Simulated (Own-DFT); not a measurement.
# Shaking the atoms of diamond germanium, 16 atoms (Ge16)

Calculated results; nothing here was measured. The program, named Own-DFT, is a retired in-house plane-wave density functional code that no person has reviewed. Each row is one single-point run on a periodic cell that was not relaxed, without spin or spin-orbit coupling.

Settings of every run: PBE; PseudoDojo norm-conserving scalar-relativistic files; cutoff 42 hartree; 5 x 5 x 5 k mesh centred on Gamma; Fermi-Dirac smearing of 0.1 eV.

Known limits: k mesh not checked against a denser one; stress not checked against mesh or cutoff.

Cell vectors in Å: (0.000, 5.658, 5.658); (5.658, 0.000, 5.658); (5.658, 5.658, 0.000). In each run every atom was moved at random and independently from its ideal site; u is the rms move along one axis. E is the free energy for each atom above the fitted value at u = 0, and F the rms of the force components.

```
run,u (Å),E (meV/atom),F (eV/Å),largest force (eV/Å),P (GPa)
1,0.0191,8.2,0.307,0.82,3.90
2,0.0207,7.0,0.276,0.86,3.87
3,0.0219,10.3,0.350,1.01,3.93
4,0.0470,?,?,?,?
5,0.0500,47.2,0.762,2.07,4.36
6,0.0518,59.0,0.855,2.37,4.54
7,0.0889,178.5,1.556,4.67,6.22
8,0.0898,140.8,1.281,4.31,5.42
9,0.1544,376.4,2.246,6.27,8.46
```

## Worked fit

For small independent moves the energy grows as E = (3/2) K u², with K the mean stiffness felt by one atom. The runs with u up to 0.11 Å give K = 13.5 ± 0.8 eV/Å², with residuals divided by u² + 0.0006 Å², since the noise grows with the moves. The scatter is 6.0 meV/atom at u = 0.05 Å. The forces follow F = G u with G = 15.6 eV/Å²; no force at u = 0 is resolved. G exceeds K because the moves of its neighbours add to the force on an atom, and stiffness differs between atoms. At u = 0.154 Å the parabola gives 481 meV/atom and the run 376. The pressure follows P = 3.79 + 253 u² GPa: at fixed volume, shortened bonds push harder than stretched ones pull.

## Withheld run

Question: what energy and rms force should run 4 give?

The fit gives 45 ± 6 meV/atom and about 0.73 eV/Å. The calculation gave 47.4 meV/atom and 0.798 eV/Å.
